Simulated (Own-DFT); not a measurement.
Simulation results for AlGa$_{3}$N$_{4}$ (wurtzite random alloy, strained, atoms displaced)

Computed with Own-DFT development build. A calculation, not a measurement: plane-wave PBEsol density functional theory by an unreviewed code, no spin, of a simulated periodic cell, stress positive in tension, free energy of the whole cell less one offset for each atom, forces on such cells passed a denser k mesh, this cell's mesh not checked; offsets are fitted by least squares, one for each functional and potential file, so energies compare only between cells with the same atoms and settings and are not formation energies; the far tail of each file's local potential was reset to the Coulomb form; each entry is a single point on an unrelaxed cell, so the pressure reflects the starting lattice, mostly measured values, from which strain is counted, and rises with the displacements; printed positions are rounded, which can move forces by about a meV/angstrom; the program is a retired in-house code; no spin-orbit coupling.

Settings shared by all entries: functional PBEsol; potential files PseudoDojo norm-conserving, scalar-relativistic, made for PBE, standard set; wave cutoff 42 hartree; occupations Fermi-Dirac; smearing width 0.1 eV; k mesh 4 x 4 x 3 centred on Gamma.

(1) AlGa$_{3}$N$_{4}$ (wurtzite random alloy, strained, atoms displaced)

```
AlGa3N4
1.0
      9.6519     0.0000     0.0000
     -4.8259     8.3588     0.0000
      0.0000     0.0000    10.2685
Ga N Ga Al N Al N Al Ga N Al Ga N Ga N Ga N Al Ga N Ga N Ga N Al Ga N Ga N Ga Al N Ga N Ga N Ga N Al Ga N Ga N
2 2 1 1 2 2 2 1 1 2 1 1 2 2 2 2 2 1 1 2 2 2 2 2 1 1 2 2 2 1 1 2 2 2 2 2 2 2 1 1 2 2 2
Direct
  0.10519 0.21399 0.99878
  0.22666 0.11636 0.25337
  0.11417 0.22546 0.18708
  0.23773 0.12650 0.44333
  0.11539 0.22238 0.49553
  0.22437 0.12162 0.75433
  0.10818 0.22806 0.69356
  0.21835 0.10438 0.94078
  0.11365 0.55533 0.99904
  0.22727 0.44537 0.24846
  0.10684 0.54864 0.18814
  0.22319 0.45175 0.44256
  0.11633 0.56654 0.49962
  0.21423 0.43765 0.75741
  0.11048 0.54745 0.69067
  0.20991 0.43894 0.93611
  0.11040 0.88716 0.00398
  0.21556 0.77856 0.24947
  0.11787 0.90257 0.18631
  0.22037 0.77938 0.44786
  0.09366 0.88502 0.50847
  0.22865 0.77597 0.75279
  0.11651 0.88939 0.68216
  0.21647 0.76930 0.94914
  0.45646 0.22818 0.00550
  0.55939 0.11755 0.25869
  0.44547 0.22809 0.19054
  0.55759 0.12842 0.44582
  0.44589 0.22118 0.49224
  0.55032 0.10444 0.74953
  0.43522 0.21672 0.69856
  0.55988 0.11660 0.92921
  0.43037 0.54395 0.01076
  0.54852 0.43494 0.24735
  0.45462 0.55966 0.18170
  0.56432 0.45077 0.44280
  0.44360 0.56159 0.49366
  0.54605 0.44448 0.74211
  0.43961 0.54643 0.68152
  0.55944 0.44408 0.95029
  0.44270 0.87767 0.99863
  0.54968 0.78563 0.24332
  0.43951 0.88541 0.19149
  0.55459 0.77381 0.43740
  0.44312 0.89315 0.49846
  0.56474 0.78475 0.74919
  0.44125 0.89083 0.68051
  0.55855 0.78932 0.93985
  0.78349 0.22307 0.00464
  0.89456 0.11634 0.25045
  0.77944 0.22360 0.19517
  0.89733 0.10915 0.44106
  0.78832 0.22894 0.49461
  0.89181 0.11573 0.75298
  0.76905 0.21980 0.68430
  0.88159 0.11471 0.92741
  0.77220 0.55392 0.99477
  0.89383 0.44258 0.24581
  0.77910 0.55489 0.18006
  0.88805 0.45355 0.43562
  0.76585 0.55273 0.49610
  0.88756 0.44322 0.73770
  0.78105 0.56124 0.68414
  0.88741 0.44601 0.94330
  0.78387 0.89399 0.99990
  0.88811 0.77979 0.24093
  0.77853 0.88634 0.18740
  0.89439 0.78408 0.44416
  0.77200 0.88701 0.49574
  0.89668 0.78657 0.74894
  0.77646 0.89026 0.70133
  0.88708 0.78250 0.94068
```

* free energy of cell above offsets: -4.544 eV
* pressure: -2.61 GPa
* stress xx: 3.46 GPa
* stress yy: 5.46 GPa
* stress zz: -1.09 GPa
* stress yz: -0.53 GPa
* stress xz: -0.3 GPa
* stress xy: -0.43 GPa

Force:
| element | x (eV/Å) | y (eV/Å) | z (eV/Å) |
| --- | --- | --- | --- |
| Ga | 0.048 | 0.138 | -0.45 |
| Ga | -0.316 | -0.112 | -0.06 |
| N | -0.638 | 0.271 | 0.91 |
| N | -0.898 | -1.444 | -0.685 |
| Ga | -0.012 | 1.07 | 1.289 |
| Al | -0.001 | -1.172 | -0.352 |
| N | 1.29 | -1.562 | -0.759 |
| N | 0.145 | 0.165 | -0.101 |
| Al | -1.484 | -0.882 | 0.142 |
| Al | -0.541 | 0.378 | 0.39 |
| N | 1.752 | 0.823 | -0.422 |
| N | -0.503 | -0.355 | -1.639 |
| Al | -0.337 | -1.295 | 0.323 |
| Ga | 0.759 | 1.129 | -1.943 |
| N | -0.352 | 1.268 | -0.942 |
| N | 0.734 | 0.302 | 2.189 |
| Al | -0.167 | 0.085 | -1.045 |
| Ga | 0.121 | -0.339 | 0.611 |
| N | -0.038 | -1.164 | 0.311 |
| N | -0.365 | 0.294 | -1.34 |
| Ga | 2.741 | 1.295 | -1.698 |
| Ga | -1.021 | -0.378 | -0.249 |
| N | -0.228 | 1.003 | 3.415 |
| N | 0.444 | 1.155 | -0.529 |
| Ga | -0.491 | -1.149 | -1.564 |
| Ga | -0.254 | -0.495 | -0.846 |
| N | 0.6 | -1.813 | 0.26 |
| N | 1.872 | -1.851 | -0.89 |
| Al | -0.86 | 1.938 | 2.677 |
| Ga | -0.322 | 1.145 | -0.949 |
| N | 0.232 | 0.504 | -1.847 |
| N | 0.14 | -1.421 | 3.027 |
| Ga | 0.873 | 0.682 | -3.949 |
| Ga | 1.193 | 2.783 | 0.683 |
| N | -1.69 | -0.409 | 3.742 |
| N | -2.927 | -2.174 | -1.518 |
| Ga | 0.492 | -1.248 | 0.768 |
| Ga | 1.872 | -0.505 | 1.21 |
| N | -1.213 | 1.584 | 0.952 |
| N | -2.317 | 0.031 | -1.861 |
| Al | -1.31 | 1.886 | 0.205 |
| Ga | 2.101 | -1.033 | 0.706 |
| N | -0.918 | 1.353 | -0.954 |
| N | -0.726 | 1.612 | -0.663 |
| Ga | 0.043 | 0.097 | -0.666 |
| Ga | -1.542 | -1.446 | 0.244 |
| N | 0.968 | -0.669 | 1.511 |
| N | 0.918 | -1.209 | 0.405 |
| Ga | -1.381 | 0.509 | -1.053 |
| Al | 0.117 | -0.789 | 0.05 |
| N | 0.663 | -1.288 | -0.056 |
| N | -1.105 | 0.206 | -1.3 |
| Ga | -0.469 | 0.194 | 0.654 |
| Ga | -1.006 | 0.021 | -2.511 |
| N | 0.971 | -0.007 | -0.14 |
| N | 1.283 | -1.004 | 3.826 |
| Ga | 1.292 | 0.828 | -0.063 |
| Ga | -1.469 | 0.928 | 0.398 |
| N | -0.024 | 0.004 | 1.741 |
| N | 1.471 | -0.116 | 0.441 |
| Ga | 2.663 | 1.703 | 0.729 |
| Ga | -0.576 | -0.061 | 1.474 |
| N | -0.511 | -0.188 | 0.753 |
| N | 1.061 | 0.115 | -0.687 |
| Al | -0.928 | -0.307 | -0.664 |
| Ga | 0.627 | -0.752 | 1.027 |
| N | -0.97 | 1.911 | -0.319 |
| N | -2.155 | -1.138 | -1.846 |
| Ga | 0.742 | 0.09 | 1.03 |
| Ga | 0.038 | -0.897 | 0.248 |
| N | 0.965 | 0.717 | -2.118 |
| N | 0.835 | 0.455 | 0.334 |

(2) AlGa$_{3}$N$_{4}$ (wurtzite random alloy, strained, atoms displaced)

```
AlGa3N4
1.0
      9.7232     0.0000     0.0000
     -4.8616     8.4205     0.0000
      0.0000     0.0000    10.2685
Al Ga N Ga Al N Ga N Ga N Ga Al N Al Ga N Al Ga N Al N Ga Al N Ga N Ga Al N Ga N Ga N Ga N Ga N Ga N Ga N Ga N
1 1 2 1 1 2 2 2 2 2 1 1 2 1 1 2 1 1 2 2 2 1 1 2 2 2 1 1 2 2 2 2 2 2 2 2 2 2 2 2 2 2 2
Direct
  0.11048 0.22497 0.00028
  0.22215 0.10498 0.25273
  0.11482 0.22881 0.19504
  0.21545 0.10976 0.43239
  0.10903 0.21617 0.48909
  0.21803 0.10360 0.74916
  0.11231 0.21913 0.68811
  0.22006 0.10302 0.93319
  0.11602 0.56731 0.99469
  0.22182 0.44866 0.25341
  0.10242 0.55074 0.18401
  0.21787 0.44689 0.43554
  0.11283 0.56506 0.49886
  0.21243 0.44887 0.75925
  0.11205 0.55365 0.68970
  0.22659 0.44624 0.93646
  0.11149 0.88330 0.99598
  0.21733 0.77482 0.24757
  0.11439 0.89331 0.19264
  0.21459 0.76979 0.43743
  0.10612 0.88320 0.49505
  0.23697 0.78432 0.74713
  0.11596 0.88027 0.69022
  0.21780 0.77516 0.93800
  0.44126 0.22532 0.99910
  0.55007 0.11291 0.24785
  0.43861 0.21843 0.18929
  0.56033 0.11782 0.44488
  0.43600 0.22452 0.49619
  0.55503 0.10054 0.75659
  0.44167 0.21512 0.69038
  0.55878 0.10826 0.93943
  0.45028 0.55183 0.00283
  0.54778 0.44810 0.24324
  0.43543 0.55121 0.19232
  0.57034 0.45095 0.43293
  0.44937 0.55206 0.49719
  0.55351 0.44506 0.75505
  0.43353 0.55588 0.68740
  0.56110 0.44724 0.92945
  0.44662 0.89803 0.00057
  0.54943 0.76652 0.25367
  0.44549 0.89732 0.18440
  0.54337 0.77885 0.43494
  0.44167 0.89147 0.49902
  0.55877 0.79081 0.74736
  0.44492 0.88706 0.68834
  0.54747 0.78096 0.94328
  0.77082 0.22102 0.01014
  0.88023 0.10520 0.24801
  0.77828 0.22227 0.18663
  0.89047 0.11033 0.43816
  0.77875 0.21982 0.50145
  0.89541 0.12177 0.74948
  0.78492 0.22513 0.69572
  0.89378 0.11536 0.93995
  0.77259 0.55081 0.00138
  0.88976 0.44342 0.25206
  0.78195 0.56353 0.18816
  0.88823 0.43891 0.44249
  0.78562 0.55484 0.49426
  0.88347 0.44266 0.75717
  0.78055 0.55238 0.68260
  0.88944 0.43896 0.94678
  0.78221 0.89957 0.00123
  0.89138 0.78720 0.25621
  0.77918 0.88218 0.18123
  0.88657 0.77557 0.43932
  0.78942 0.90140 0.49846
  0.88304 0.77625 0.75279
  0.77749 0.88324 0.68337
  0.88861 0.77050 0.94636
```

* free energy of cell above offsets: -4.610 eV
* pressure: -5.52 GPa
* stress xx: 8.76 GPa
* stress yy: 8.54 GPa
* stress zz: -0.74 GPa
* stress yz: 0.64 GPa
* stress xz: -0.28 GPa
* stress xy: 0.51 GPa

Force:
| element | x (eV/Å) | y (eV/Å) | z (eV/Å) |
| --- | --- | --- | --- |
| Al | 0.468 | -0.111 | 0.262 |
| Ga | -0.984 | 0.938 | -1.696 |
| N | -0.161 | -1.066 | -1.333 |
| N | 1.676 | -0.835 | 2.005 |
| Ga | -0.485 | 1.761 | 1.441 |
| Al | 0.188 | 0.33 | -0.675 |
| N | 0.446 | -0.138 | -0.162 |
| N | -0.191 | 1.437 | 1.012 |
| Ga | 0.223 | -2.094 | 0.7 |
| Ga | -1.074 | -0.644 | -0.787 |
| N | 0.811 | 1.553 | 0.752 |
| N | 0.697 | -0.292 | 1.063 |
| Ga | 0.58 | -2.327 | 0.908 |
| Ga | 1.698 | -0.775 | -2.504 |
| N | -1.164 | 0.779 | 0.151 |
| N | -0.085 | -0.612 | 2.371 |
| Ga | -0.787 | 0.512 | 0.611 |
| Al | 0.31 | 0.103 | -0.333 |
| N | 0.44 | -1.272 | -0.266 |
| N | -0.481 | 2.387 | -0.894 |
| Al | 0.316 | 0.23 | 0.917 |
| Ga | -1.78 | -1.7 | 0.384 |
| N | -1.249 | 1.204 | -1.094 |
| N | 0.996 | 1.298 | -0.348 |
| Al | 0.23 | -0.96 | -0.648 |
| Ga | 0.906 | -0.004 | 0.759 |
| N | 0.081 | 1.795 | -0.945 |
| N | -1.392 | -0.385 | -0.652 |
| Al | 1.378 | 0.23 | 0.801 |
| Al | -0.401 | 1.686 | -1.378 |
| N | -0.021 | -0.234 | -0.26 |
| N | -1.456 | 1.292 | -0.184 |
| Ga | -1.33 | 0.998 | -1.006 |
| Al | 1.779 | -0.397 | 0.896 |
| N | 1.31 | 0.785 | -0.269 |
| N | -1.761 | -1.45 | -0.43 |
| Ga | -0.941 | 0.41 | 0.541 |
| Ga | -0.343 | -0.067 | -3.777 |
| N | 1.188 | 0.255 | 0.414 |
| N | -0.5 | -1.201 | 3.562 |
| Ga | -0.22 | -1.359 | 0.026 |
| Al | -0.367 | 1.584 | -1.124 |
| N | 0.013 | -1.774 | 1.757 |
| N | 1.574 | -0.067 | 0.018 |
| Ga | -0.015 | 0.078 | -0.521 |
| Ga | 1.114 | -2.176 | 0.466 |
| N | 0.293 | 1.74 | -0.127 |
| N | 1.413 | -0.218 | -0.467 |
| Ga | 1.172 | 0.18 | -2.35 |
| Ga | 0.831 | 0.434 | -0.389 |
| N | -0.587 | -0.266 | 2.239 |
| N | -0.661 | 0.387 | -0.483 |
| Ga | -0.109 | 0.381 | 0.598 |
| Ga | 0.758 | -0.991 | 0.107 |
| N | -1.583 | -0.977 | -0.524 |
| N | -0.003 | 0.353 | 0.435 |
| Ga | 1.197 | 0.572 | 0.114 |
| Ga | -0.616 | 0.124 | -0.381 |
| N | -1.009 | -1.133 | 0.871 |
| N | 0.431 | 0.351 | -0.606 |
| Ga | -0.548 | -0.17 | 0.625 |
| Ga | 0.573 | 0.542 | -0.566 |
| N | -0.794 | 0.242 | 1.113 |
| N | -0.617 | 0.467 | -0.496 |
| Ga | 0.092 | -1.225 | -1.375 |
| Ga | 0.669 | -0.938 | -1.599 |
| N | -1.687 | 0.307 | 2.313 |
| N | 0.587 | 0.939 | 0.632 |
| Ga | -0.915 | -2.029 | 0.046 |
| Ga | 1.204 | -0.569 | -0.149 |
| N | -0.492 | 1.06 | 0.929 |
| N | -0.835 | 0.734 | -1.041 |

(3) AlGa$_{3}$N$_{4}$ (wurtzite random alloy, strained, atoms displaced)

```
AlGa3N4
1.0
      9.7232     0.0000     0.0000
     -4.8616     8.4205     0.0000
      0.0000     0.0000    10.2685
Ga N Ga N Al Ga N Ga N Al Ga N Al Ga N Ga N Ga Al N Ga N Al Ga N Al Ga N Ga Al N Ga Al N Ga N Ga Al N Ga N Ga N Ga N
2 2 2 2 1 1 2 2 2 1 1 2 1 1 2 2 2 1 1 2 2 2 1 1 2 1 1 2 1 1 2 1 1 2 2 2 1 1 2 2 2 2 2 2 2
Direct
  0.10486 0.22126 0.01208
  0.22783 0.12003 0.24774
  0.11337 0.22464 0.19344
  0.21235 0.10376 0.44139
  0.11576 0.22083 0.50751
  0.22211 0.11325 0.75250
  0.10913 0.22379 0.69492
  0.22462 0.11274 0.93412
  0.11579 0.55460 0.99754
  0.21557 0.44624 0.24926
  0.10577 0.54986 0.19191
  0.22314 0.44459 0.43466
  0.11568 0.54664 0.49410
  0.22277 0.44795 0.74850
  0.11267 0.54902 0.69144
  0.21241 0.43812 0.93774
  0.11863 0.89383 0.00369
  0.22497 0.79037 0.24423
  0.10995 0.88250 0.19145
  0.22571 0.77916 0.42917
  0.11575 0.88286 0.49556
  0.22327 0.76881 0.74837
  0.10186 0.88024 0.68848
  0.22535 0.77839 0.93785
  0.44437 0.22142 0.99472
  0.54868 0.10853 0.25875
  0.44441 0.20703 0.18627
  0.55570 0.11124 0.44162
  0.44076 0.22671 0.50059
  0.56503 0.12034 0.75369
  0.45160 0.22832 0.68717
  0.56372 0.11572 0.93619
  0.44603 0.54944 0.99674
  0.55139 0.44627 0.24474
  0.44931 0.55512 0.18649
  0.55036 0.43186 0.44420
  0.44754 0.55415 0.50316
  0.55387 0.44811 0.75442
  0.45392 0.56043 0.67998
  0.55499 0.44647 0.94476
  0.44309 0.88731 0.99999
  0.54391 0.77080 0.24566
  0.46007 0.90252 0.18716
  0.55418 0.78314 0.43852
  0.45145 0.88776 0.49669
  0.55190 0.77807 0.75548
  0.45125 0.88420 0.69164
  0.56024 0.78416 0.92885
  0.77860 0.21842 0.00164
  0.89911 0.10921 0.25086
  0.77680 0.21021 0.19182
  0.89350 0.10781 0.44141
  0.77883 0.23318 0.50097
  0.87397 0.09855 0.75054
  0.77583 0.21982 0.68416
  0.90310 0.11957 0.93791
  0.78619 0.56450 0.99725
  0.89731 0.45641 0.24692
  0.78208 0.55373 0.19022
  0.88743 0.44088 0.44350
  0.77653 0.55754 0.49073
  0.88606 0.45192 0.74643
  0.78152 0.55975 0.68422
  0.88890 0.44685 0.93309
  0.77323 0.88521 0.00707
  0.89677 0.78804 0.25110
  0.77635 0.89575 0.18800
  0.87593 0.76440 0.43843
  0.78105 0.88933 0.49684
  0.90084 0.79268 0.74716
  0.76336 0.88761 0.69337
  0.88070 0.76716 0.94170
```

* free energy of cell above offsets: -4.383 eV
* pressure: -5.21 GPa
* stress xx: 7.65 GPa
* stress yy: 8 GPa
* stress zz: -0.01 GPa
* stress yz: 0.67 GPa
* stress xz: -0.31 GPa
* stress xy: 1.26 GPa

Force:
| element | x (eV/Å) | y (eV/Å) | z (eV/Å) |
| --- | --- | --- | --- |
| Ga | 1.133 | 0.399 | -2.253 |
| Ga | 0.387 | -0.798 | 0.74 |
| N | 0.016 | -0.319 | 0.508 |
| N | 1.018 | -0.304 | -0.326 |
| Ga | -1.034 | -0.119 | -0.43 |
| Ga | 0.226 | -0.007 | -1.392 |
| N | 0.242 | -0.359 | -0.281 |
| N | -0.292 | -0.874 | 2.205 |
| Al | -1.169 | -0.074 | -0.06 |
| Ga | 1.054 | 0.034 | -0.065 |
| N | 0.186 | 1.348 | -1.481 |
| N | 1.686 | -0.252 | 0.851 |
| Ga | -1.429 | 1.104 | 0.705 |
| Ga | 0.915 | -0.94 | 0.131 |
| N | -0.822 | 0.736 | -1.056 |
| N | 0.911 | 0.996 | 0.914 |
| Al | -0.606 | -0.682 | -1.113 |
| Ga | 2.083 | -1.411 | 0.222 |
| N | -0.944 | 1.966 | -1.426 |
| N | -0.328 | -0.173 | 1.49 |
| Al | -0.858 | -0.011 | 0.499 |
| Ga | -0.109 | 0.926 | -0.386 |
| N | 2.497 | 1.559 | -1.345 |
| N | -0.157 | -0.053 | 1.436 |
| Ga | 0.652 | -0.137 | 0.227 |
| Ga | 2.177 | 0.743 | -0.6 |
| N | -1.755 | 1.822 | -0.216 |
| N | -0.486 | 0.125 | 0.693 |
| Ga | 0.633 | -2.093 | 0.282 |
| Al | -0.426 | -0.851 | -1.262 |
| N | -0.111 | -0.877 | 1.3 |
| N | -0.722 | -1.114 | 0.099 |
| Ga | -1.48 | 0.914 | -0.221 |
| Ga | 1.84 | -0.957 | 0.787 |
| N | -1.502 | -0.14 | -0.102 |
| N | -1.093 | 2.606 | -1.606 |
| Al | -0.176 | 0.327 | -1.619 |
| Ga | 0.972 | 0.163 | -0.949 |
| N | -1.047 | 0.208 | 1.911 |
| N | 0.793 | -0.482 | -0.527 |
| Al | 0.629 | 0.821 | -0.729 |
| Ga | 0.962 | 1.183 | 0.823 |
| N | -1.398 | -2.107 | -1.065 |
| N | 1.549 | -2.105 | -0.562 |
| Ga | -1.26 | 0.713 | 0.976 |
| Al | 0.596 | -0.522 | -2.257 |
| N | -1.312 | 0.987 | 0.004 |
| N | -0.867 | -0.636 | 2.87 |
| Ga | 0.21 | 0.708 | 0.27 |
| Al | -2.131 | 0.227 | 0.736 |
| N | 0.394 | 1.575 | 0.511 |
| N | -0.16 | 0.638 | -0.753 |
| Ga | 0.617 | -2.077 | -0.558 |
| Ga | 0.65 | 1.867 | -0.131 |
| N | -0.391 | 0.363 | 1.44 |
| N | -1.547 | -1.631 | 0.37 |
| Ga | 0.101 | -2.374 | 0.72 |
| Al | -0.662 | -2.396 | 0.7 |
| N | -0.501 | 0.458 | 0.208 |
| N | 0.355 | 1.675 | -1.812 |
| Ga | 0.251 | -1.854 | 1.419 |
| Ga | 0.707 | -0.917 | -0.228 |
| N | -0.893 | 0.416 | 0.317 |
| N | 0.849 | 0.159 | 1.282 |
| Ga | 0.479 | 0.496 | -1.798 |
| Ga | -1.26 | -1.395 | -0.389 |
| N | 0.882 | -0.491 | 1.346 |
| N | 1.297 | 2.652 | -0.284 |
| Ga | -0.838 | 0.019 | 0.625 |
| Ga | -2.499 | -2.182 | 0.759 |
| N | 1.438 | -0.784 | -0.696 |
| N | 0.879 | 3.566 | -0.396 |
